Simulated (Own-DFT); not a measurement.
Simulation results for Al3GaN4 (wurtzite random alloy, strained, atoms displaced)

A calculation, not a measurement: plane-wave PBEsol density functional theory by an unreviewed code, no spin, of a simulated periodic cell, stress positive in tension, free energy of the whole cell less one offset for each atom, forces on such cells passed a denser k mesh, this cell's mesh not checked; offsets are fitted by least squares, one for each functional and potential file, so energies compare only between cells with the same atoms and settings and are not formation energies; the far tail of each file's local potential was reset to the Coulomb form; each entry is a single point on an unrelaxed cell, so the pressure reflects the starting lattice, mostly measured values, from which strain is counted, and rises with the displacements; printed positions are rounded, which can move forces by about a meV/angstrom; the program is a retired in-house code; no spin-orbit coupling. Program: Own-DFT development build.

Common to all runs: functional PBEsol; potential files PseudoDojo norm-conserving, scalar-relativistic, made for PBE, standard set; wave cutoff 42 hartree; occupations Fermi-Dirac; smearing width 0.1 eV; hardware one NVIDIA H100; k mesh 4 x 4 x 3 centred on Gamma.

```json
{"entry": 1, "formula": "Al3GaN4", "kind": "wurtzite random alloy, strained, atoms displaced", "structure": {"cell_angstrom": [[9.6286, 0.0, 0.0], [-4.8143, 8.3386, 0.0], [0.0, 0.0, 10.0655]], "atoms_fractional": [["Ga", 0.11054, 0.2191, 0.00101], ["Al", 0.22481, 0.11269, 0.25291], ["N", 0.11018, 0.22312, 0.18969], ["N", 0.23251, 0.11778, 0.45402], ["Al", 0.11856, 0.22227, 0.48882], ["Al", 0.21568, 0.10809, 0.74693], ["N", 0.09991, 0.21006, 0.69289], ["N", 0.22463, 0.11303, 0.93239], ["Al", 0.10818, 0.55592, 0.99505], ["Al", 0.22251, 0.44232, 0.24607], ["N", 0.11038, 0.56009, 0.19074], ["N", 0.22341, 0.44378, 0.44318], ["Ga", 0.10669, 0.54798, 0.49406], ["Al", 0.22316, 0.44617, 0.75067], ["N", 0.10468, 0.54317, 0.68513], ["N", 0.23271, 0.44412, 0.95117], ["Al", 0.11297, 0.88854, 0.00256], ["Al", 0.20789, 0.77411, 0.25116], ["N", 0.10686, 0.89562, 0.18933], ["N", 0.23035, 0.78339, 0.4357], ["Al", 0.11757, 0.90356, 0.51013], ["Al", 0.21334, 0.76428, 0.74949], ["N", 0.11145, 0.89665, 0.69022], ["N", 0.22045, 0.77548, 0.94754], ["Al", 0.44689, 0.22733, 0.00389], ["Al", 0.54672, 0.11014, 0.24884], ["N", 0.45007, 0.22994, 0.18373], ["N", 0.54962, 0.09918, 0.43216], ["Ga", 0.44732, 0.22822, 0.5041], ["Al", 0.55466, 0.11279, 0.75035], ["N", 0.44227, 0.21506, 0.6892], ["N", 0.54863, 0.10385, 0.93624], ["Al", 0.44339, 0.54605, 0.99588], ["Al", 0.55527, 0.44319, 0.25086], ["N", 0.45074, 0.55633, 0.19322], ["N", 0.5559, 0.44329, 0.44567], ["Al", 0.43805, 0.54772, 0.49794], ["Ga", 0.55664, 0.44631, 0.74307], ["N", 0.448, 0.54482, 0.69801], ["N", 0.56719, 0.44281, 0.93329], ["Ga", 0.43106, 0.88021, 0.00866], ["Al", 0.55491, 0.77382, 0.24705], ["N", 0.43499, 0.89408, 0.18712], ["N", 0.54844, 0.77658, 0.44863], ["Al", 0.45146, 0.88954, 0.49694], ["Al", 0.55463, 0.78294, 0.7456], ["N", 0.43573, 0.8833, 0.69479], ["N", 0.56152, 0.7876, 0.93808], ["Al", 0.77792, 0.22013, 0.00417], ["Al", 0.88418, 0.10571, 0.24495], ["N", 0.76439, 0.21953, 0.18274], ["N", 0.8895, 0.11085, 0.4416], ["Al", 0.77753, 0.22421, 0.50439], ["Ga", 0.8926, 0.11754, 0.7531], ["N", 0.78241, 0.22206, 0.69029], ["N", 0.89294, 0.09785, 0.93948], ["Al", 0.76688, 0.54635, 0.00722], ["Al", 0.88775, 0.44464, 0.25112], ["N", 0.788, 0.56591, 0.19165], ["N", 0.89321, 0.44314, 0.44375], ["Al", 0.7801, 0.55834, 0.50832], ["Ga", 0.88978, 0.44407, 0.7504], ["N", 0.77334, 0.55969, 0.69516], ["N", 0.89416, 0.44256, 0.93949], ["Al", 0.7848, 0.8889, 0.01105], ["Ga", 0.89211, 0.77106, 0.25083], ["N", 0.77418, 0.88872, 0.19392], ["N", 0.88509, 0.77495, 0.44035], ["Ga", 0.78023, 0.89124, 0.49785], ["Al", 0.88832, 0.77176, 0.74414], ["N", 0.77438, 0.8815, 0.69128], ["N", 0.88691, 0.76982, 0.93795]]}, "results": {"free_energy_of_cell_above_offsets [eV]": "-22.149", "pressure [GPa]": -5.79, "stress_xx [GPa]": 8.92, "stress_yy [GPa]": 8.67, "stress_zz [GPa]": -0.23, "stress_yz [GPa]": -0.15, "stress_xz [GPa]": -0.41, "stress_xy [GPa]": -0.93, "force_element": ["Ga", "Al", "N", "N", "Al", "Al", "N", "N", "Al", "Al", "N", "N", "Ga", "Al", "N", "N", "Al", "Al", "N", "N", "Al", "Al", "N", "N", "Al", "Al", "N", "N", "Ga", "Al", "N", "N", "Al", "Al", "N", "N", "Al", "Ga", "N", "N", "Ga", "Al", "N", "N", "Al", "Al", "N", "N", "Al", "Al", "N", "N", "Al", "Ga", "N", "N", "Al", "Al", "N", "N", "Al", "Ga", "N", "N", "Al", "Ga", "N", "N", "Ga", "Al", "N", "N"], "force_x [eV/angstrom]": [0.511, -0.107, 0.212, -1.434, -1.826, 0.497, 1.875, 0.774, 0.861, -0.338, 0.099, 0.651, 0.743, 0.804, 0.783, -2.142, -0.876, 1.234, 1.321, -1.228, 0.581, 0.155, 0.501, -1.574, 0.366, 0.692, -0.857, 0.591, 1.605, 0.159, -0.188, 0.288, 1.291, 0.444, -0.438, 0.323, 0.561, 1.055, -3.629, -1.759, 1.971, -1.026, 0.515, 1.141, -1.75, 0.725, 0.155, 0.435, -0.325, -0.495, 1.17, 0.129, 0.321, -0.284, -1.869, -1.59, 1.861, 0.278, -0.679, -2.273, -0.002, -0.818, 1.951, -0.707, -0.581, -1.143, 0.114, 1.42, -0.529, -0.94, -0.037, 0.282], "force_y [eV/angstrom]": [-0.235, 0.171, -0.367, -0.768, -0.087, 0.825, 2.442, -0.457, -0.205, 0.852, -1.106, -0.794, 1.771, -1.369, 1.413, 0.334, 0.122, 0.905, 0.394, -0.107, -1.932, 1.55, -2.076, -1.077, -1.054, -0.275, -0.42, 1.827, -0.811, -0.946, 0.269, 1.489, 2.134, 0.669, -0.589, 1.165, 1.242, -1.849, 1.867, -0.594, 1.038, 0.782, -0.896, -1.254, -0.335, -0.49, 0.281, -1.569, -0.805, 0.772, 0.514, 1.175, -0.915, -2.114, -0.192, 1.237, 1.595, -0.364, -3.361, -0.615, -0.135, -0.358, -0.405, -0.456, -1.146, 1.979, -0.148, 0.123, -0.418, 1.631, 0.259, 0.265], "force_z [eV/angstrom]": [-0.988, -0.239, 1.856, -2.591, 1.914, 0.316, -1.358, 1.625, 1.152, -0.017, 0.022, -1.239, 0.043, 0.172, 1.353, -1.538, -1.39, -0.295, 0.417, 1.095, -1.826, -0.02, 0.885, -1.634, -2.801, -0.766, 2.104, 1.277, -0.29, 0.168, 1.025, 0.97, 0.009, 0.399, -0.322, -1.031, 0.878, 1.048, -1.685, 1.973, -2.552, 0.641, 3.001, -1.552, 0.816, 0.833, -0.959, 0.808, -2.311, 0.821, 2.169, -1.104, -1.123, -0.418, -0.118, 1.802, -1.609, -0.36, 0.02, -0.727, -1.068, -0.05, -1.33, 1.192, -2.536, 0.497, 0.445, 1.043, 0.646, 1.44, 0.044, 0.93], "wall_time [s]": 561.3}}
{"entry": 2, "formula": "Al3GaN4", "kind": "wurtzite random alloy, strained, atoms displaced", "structure": {"cell_angstrom": [[9.6286, 0.0, 0.0], [-4.8143, 8.3386, 0.0], [0.0, 0.0, 10.0655]], "atoms_fractional": [["Al", 0.11564, 0.22636, 0.99945], ["Al", 0.21794, 0.10565, 0.25543], ["N", 0.11286, 0.21664, 0.19551], ["N", 0.21651, 0.1173, 0.44225], ["Ga", 0.09874, 0.21922, 0.51074], ["Al", 0.22164, 0.11628, 0.75122], ["N", 0.09796, 0.21841, 0.69675], ["N", 0.22058, 0.11828, 0.94291], ["Al", 0.10728, 0.55563, 0.00079], ["Al", 0.22359, 0.44262, 0.25068], ["N", 0.11363, 0.56171, 0.20325], ["N", 0.21929, 0.44334, 0.44641], ["Ga", 0.1115, 0.57129, 0.49562], ["Al", 0.22381, 0.44005, 0.75988], ["N", 0.10494, 0.54696, 0.69251], ["N", 0.21329, 0.44028, 0.94332], ["Al", 0.11314, 0.88098, 0.00566], ["Ga", 0.22504, 0.77777, 0.24954], ["N", 0.1035, 0.88424, 0.18301], ["N", 0.22333, 0.78068, 0.44448], ["Al", 0.11702, 0.89274, 0.50444], ["Al", 0.22856, 0.77898, 0.75726], ["N", 0.11903, 0.89332, 0.68846], ["N", 0.23054, 0.78072, 0.94262], ["Al", 0.44826, 0.2321, 0.00137], ["Al", 0.55053, 0.09671, 0.2553], ["N", 0.44772, 0.22038, 0.19281], ["N", 0.55832, 0.10986, 0.4438], ["Ga", 0.44077, 0.22308, 0.49462], ["Al", 0.55449, 0.11621, 0.74801], ["N", 0.46657, 0.23758, 0.68062], ["N", 0.55156, 0.10895, 0.94143], ["Al", 0.44343, 0.56071, 0.00446], ["Al", 0.54984, 0.4437, 0.2544], ["N", 0.43838, 0.55278, 0.18481], ["N", 0.55384, 0.44096, 0.43732], ["Al", 0.44773, 0.54858, 0.4941], ["Al", 0.55431, 0.43041, 0.75391], ["N", 0.45283, 0.56051, 0.68887], ["N", 0.55701, 0.44185, 0.94322], ["Al", 0.45649, 0.8913, 0.00229], ["Al", 0.55624, 0.78239, 0.24704], ["N", 0.45016, 0.88359, 0.18739], ["N", 0.55219, 0.77626, 0.44341], ["Al", 0.4374, 0.88788, 0.4939], ["Al", 0.55954, 0.77334, 0.74762], ["N", 0.44235, 0.88647, 0.69736], ["N", 0.55722, 0.7713, 0.94806], ["Al", 0.78729, 0.22831, 0.00134], ["Al", 0.88961, 0.11315, 0.25331], ["N", 0.77186, 0.22534, 0.19146], ["N", 0.89137, 0.09593, 0.44245], ["Al", 0.78064, 0.22447, 0.50971], ["Al", 0.87842, 0.10425, 0.74947], ["N", 0.77206, 0.21874, 0.69476], ["N", 0.89301, 0.1117, 0.9459], ["Al", 0.7765, 0.55612, 0.00526], ["Ga", 0.88649, 0.44289, 0.24945], ["N", 0.76902, 0.5442, 0.18628], ["N", 0.89661, 0.4494, 0.42743], ["Al", 0.76754, 0.54396, 0.50843], ["Ga", 0.88998, 0.44996, 0.75458], ["N", 0.7747, 0.55138, 0.68797], ["N", 0.89478, 0.45337, 0.94182], ["Ga", 0.77261, 0.89166, 0.00411], ["Ga", 0.89003, 0.77776, 0.24644], ["N", 0.77446, 0.8842, 0.19148], ["N", 0.89175, 0.77033, 0.44209], ["Al", 0.77948, 0.88613, 0.49438], ["Ga", 0.88768, 0.78146, 0.75085], ["N", 0.77164, 0.88648, 0.68765], ["N", 0.88571, 0.76425, 0.93958]]}, "results": {"free_energy_of_cell_above_offsets [eV]": "-22.924", "pressure [GPa]": -6.05, "stress_xx [GPa]": 10.28, "stress_yy [GPa]": 8.87, "stress_zz [GPa]": -1.02, "stress_yz [GPa]": 0.26, "stress_xz [GPa]": -0.17, "stress_xy [GPa]": -0.64, "force_element": ["Al", "Al", "N", "N", "Ga", "Al", "N", "N", "Al", "Al", "N", "N", "Ga", "Al", "N", "N", "Al", "Ga", "N", "N", "Al", "Al", "N", "N", "Al", "Al", "N", "N", "Ga", "Al", "N", "N", "Al", "Al", "N", "N", "Al", "Al", "N", "N", "Al", "Al", "N", "N", "Al", "Al", "N", "N", "Al", "Al", "N", "N", "Al", "Al", "N", "N", "Al", "Ga", "N", "N", "Al", "Ga", "N", "N", "Ga", "Ga", "N", "N", "Al", "Ga", "N", "N"], "force_x [eV/angstrom]": [-0.398, 0.325, -0.895, 0.986, 1.004, 0.245, 1.208, 1.226, 0.683, -0.614, 0.888, 0.697, 1.01, -0.602, 1.074, 0.71, -0.665, -0.519, 1.289, -0.315, -1.028, -0.504, 0.096, -0.134, 0.216, -0.255, -0.708, 0.164, 0.295, 0.45, -1.767, 0.61, 0.482, 0.737, 0.491, 0.199, -1.713, -0.576, -0.163, -0.635, -1.128, 0.951, -0.814, 0.259, 1.637, -1.184, 0.499, -1.116, -1.146, 0.151, 1.275, -2.401, 0.197, 0.184, 0.533, -0.637, -0.011, -0.29, -0.82, -1.489, 1.086, 0.214, -0.527, -0.376, 1.753, -0.365, -0.582, -0.452, -0.09, 0.581, 0.346, 0.169], "force_y [eV/angstrom]": [-0.91, 0.564, 0.656, -1.487, 1.195, -0.501, 0.179, -0.69, 0.721, -0.312, -1.49, 0.422, -2.777, 0.744, 1.459, 1.001, 0.804, 0.489, 1.115, 2.274, -0.169, -0.48, 0.29, -0.429, -1.799, 2.103, -0.621, -0.413, -0.541, -1.377, -2.563, 0.818, -1.431, -0.431, 0.357, 0.935, 0.8, 3.372, -1.817, 0.735, 0.068, -1.577, 0.866, -0.046, 0.017, 0.228, 0.427, 0.502, -0.395, -0.068, -1.826, 1.3, -0.062, 0.243, 0.001, 0.593, -0.681, 0.309, 0.965, -1.295, 1.06, -0.428, 0.055, -0.998, -0.359, -1.344, 1.046, 0.238, -1.424, -0.465, 0.63, 1.624], "force_z [eV/angstrom]": [0.915, -1.118, -0.568, 0.191, -1.186, -0.025, 1.338, -0.432, 0.591, 0.706, -2.292, -0.871, 1.124, -2.14, 0.415, 0.743, -2.521, -0.089, 1.934, -0.762, -0.727, -1.0, 1.111, 0.954, 0.627, -0.952, 0.63, -0.225, -0.432, 0.546, 1.386, -0.015, -1.287, -1.762, 1.942, 0.295, 1.095, 0.16, 0.609, -0.288, -1.328, 0.961, 0.668, -0.912, 1.921, 0.239, -0.867, -1.397, -0.233, -0.542, -0.113, -0.43, -1.694, 0.711, 0.003, -0.764, -1.046, -1.482, 0.947, 4.389, -2.318, -0.696, 1.053, 1.431, -0.639, 0.746, 1.149, 0.637, 0.508, -0.464, 0.042, 0.899], "wall_time [s]": 570.6}}
{"entry": 3, "formula": "Al3GaN4", "kind": "wurtzite random alloy, strained, atoms displaced", "structure": {"cell_angstrom": [[9.6286, 0.0, 0.0], [-4.8143, 8.3386, 0.0], [0.0, 0.0, 10.0655]], "atoms_fractional": [["Al", 0.1119, 0.21998, 0.00293], ["Al", 0.23105, 0.11849, 0.24831], ["N", 0.10763, 0.21391, 0.18466], ["N", 0.22738, 0.11834, 0.44759], ["Ga", 0.11105, 0.22274, 0.49895], ["Al", 0.22178, 0.12142, 0.74688], ["N", 0.1095, 0.22306, 0.70025], ["N", 0.21084, 0.10297, 0.94718], ["Al", 0.10434, 0.54856, 0.9982], ["Al", 0.22171, 0.4438, 0.25606], ["N", 0.11598, 0.55622, 0.19167], ["N", 0.22084, 0.44031, 0.42877], ["Al", 0.10638, 0.55226, 0.50332], ["Al", 0.22438, 0.44539, 0.7465], ["N", 0.11516, 0.56138, 0.6943], ["N", 0.21765, 0.44095, 0.93803], ["Al", 0.11068, 0.88845, 0.00824], ["Ga", 0.23138, 0.78686, 0.24758], ["N", 0.12299, 0.89007, 0.19126], ["N", 0.2249, 0.77818, 0.43748], ["Al", 0.11381, 0.89421, 0.50183], ["Al", 0.22923, 0.77481, 0.75072], ["N", 0.1168, 0.88962, 0.6926], ["N", 0.24118, 0.78448, 0.92939], ["Ga", 0.44442, 0.2136, 0.00427], ["Al", 0.54701, 0.10477, 0.25567], ["N", 0.45615, 0.2225, 0.19875], ["N", 0.56102, 0.11645, 0.44252], ["Ga", 0.43959, 0.22106, 0.50042], ["Al", 0.55304, 0.1166, 0.74609], ["N", 0.44761, 0.22413, 0.6861], ["N", 0.55839, 0.10854, 0.94676], ["Ga", 0.43882, 0.55623, 0.00166], ["Al", 0.54995, 0.43606, 0.25829], ["N", 0.44567, 0.5699, 0.18553], ["N", 0.54681, 0.44372, 0.43977], ["Al", 0.44639, 0.56517, 0.49806], ["Al", 0.55608, 0.44571, 0.75272], ["N", 0.44405, 0.55418, 0.69168], ["N", 0.54741, 0.44269, 0.94383], ["Al", 0.45215, 0.89201, 0.99976], ["Al", 0.56064, 0.78258, 0.24724], ["N", 0.44683, 0.89438, 0.18929], ["N", 0.54707, 0.77902, 0.44388], ["Al", 0.45152, 0.88646, 0.49959], ["Al", 0.55723, 0.78071, 0.76043], ["N", 0.44068, 0.89305, 0.69652], ["N", 0.54957, 0.76923, 0.93354], ["Al", 0.78082, 0.22662, 0.00038], ["Al", 0.89369, 0.11538, 0.25002], ["N", 0.78027, 0.23064, 0.19139], ["N", 0.88261, 0.10471, 0.43958], ["Ga", 0.77299, 0.2205, 0.49623], ["Al", 0.89292, 0.11853, 0.75426], ["N", 0.78047, 0.2209, 0.68981], ["N", 0.88138, 0.10192, 0.93644], ["Al", 0.78066, 0.56041, 0.9939], ["Ga", 0.88647, 0.44245, 0.24392], ["N", 0.77688, 0.5564, 0.19022], ["N", 0.8984, 0.44834, 0.44313], ["Al", 0.77956, 0.55953, 0.50589], ["Al", 0.88929, 0.44956, 0.74563], ["N", 0.78094, 0.56928, 0.69141], ["N", 0.90121, 0.44581, 0.93673], ["Al", 0.7788, 0.89905, 0.99923], ["Ga", 0.88585, 0.76592, 0.25198], ["N", 0.77835, 0.8892, 0.18617], ["N", 0.89595, 0.78747, 0.44056], ["Ga", 0.77965, 0.89447, 0.5067], ["Al", 0.88722, 0.78576, 0.74692], ["N", 0.76225, 0.88002, 0.69197], ["N", 0.89031, 0.77315, 0.93859]]}, "results": {"free_energy_of_cell_above_offsets [eV]": "-22.895", "pressure [GPa]": -5.76, "stress_xx [GPa]": 9.6, "stress_yy [GPa]": 8.79, "stress_zz [GPa]": -1.09, "stress_yz [GPa]": 0.11, "stress_xz [GPa]": -0.31, "stress_xy [GPa]": -0.04, "force_element": ["Al", "Al", "N", "N", "Ga", "Al", "N", "N", "Al", "Al", "N", "N", "Al", "Al", "N", "N", "Al", "Ga", "N", "N", "Al", "Al", "N", "N", "Ga", "Al", "N", "N", "Ga", "Al", "N", "N", "Ga", "Al", "N", "N", "Al", "Al", "N", "N", "Al", "Al", "N", "N", "Al", "Al", "N", "N", "Al", "Al", "N", "N", "Ga", "Al", "N", "N", "Al", "Ga", "N", "N", "Al", "Al", "N", "N", "Al", "Ga", "N", "N", "Ga", "Al", "N", "N"], "force_x [eV/angstrom]": [-0.446, -0.397, 0.401, -0.85, -0.512, 1.451, -0.33, 0.704, 2.14, -0.111, -0.148, -0.15, 1.103, -0.232, 0.053, -0.379, 0.68, 0.251, -1.795, -0.029, 0.872, -1.23, -1.073, -1.665, -0.792, 1.743, -1.879, -1.127, 1.187, 0.947, -0.667, 0.568, -0.064, 0.121, 0.535, 0.938, -0.043, -0.406, -0.175, 1.736, -0.496, -0.408, 1.589, 1.869, -2.547, -1.35, 1.713, 0.579, 0.038, -0.56, 0.339, 0.498, 1.147, -0.679, -0.759, 0.096, -0.304, 0.654, -0.701, -1.86, 0.026, 0.502, 0.208, -2.6, 0.578, -0.048, -0.296, -0.003, -0.27, 1.154, 1.487, -0.527], "force_y [eV/angstrom]": [0.293, -1.003, 1.0, -1.584, 0.089, -1.854, 0.366, 0.739, 1.886, 0.53, -0.317, 0.855, 1.175, 0.455, -1.248, -0.682, -0.694, -1.891, 1.165, 0.243, -0.494, 1.007, 0.569, -0.875, 0.634, 0.681, 0.084, -1.671, 0.692, -0.957, 0.648, 0.712, -0.503, 1.708, -1.802, 1.28, -1.246, 0.184, 0.269, -0.226, -0.823, 0.122, 0.245, -0.391, 0.983, -0.622, 0.226, 2.033, -0.35, -0.728, -2.506, 1.235, 0.91, -0.975, 0.72, 2.02, -0.843, 1.496, -1.369, -0.018, -0.019, -0.114, -1.603, -0.669, -2.642, 1.972, 0.638, -1.082, -1.108, 0.16, 1.706, 1.177], "force_z [eV/angstrom]": [-1.418, 0.231, 1.807, -1.715, 0.335, 0.998, -1.045, -0.837, 0.294, -3.655, -0.791, 3.833, -0.686, 0.835, -0.906, 0.096, -2.105, 0.404, 0.273, 1.634, 0.052, -0.686, -0.272, 3.008, -0.408, -0.471, 0.071, -0.448, -0.263, 0.661, 2.106, -1.226, -0.805, -1.813, 2.56, 0.891, 0.459, -0.305, -0.407, -0.56, -0.548, 0.271, -0.115, -1.392, 1.153, -2.967, -1.198, 2.882, -0.206, -0.447, -0.344, -0.51, 0.48, -0.885, 0.875, 1.003, 0.521, 0.969, -0.702, 0.293, -1.271, 0.039, 0.405, -0.15, -0.148, -0.468, 0.608, 1.069, -0.976, 0.61, 1.14, 0.282], "wall_time [s]": 547.8}}
```
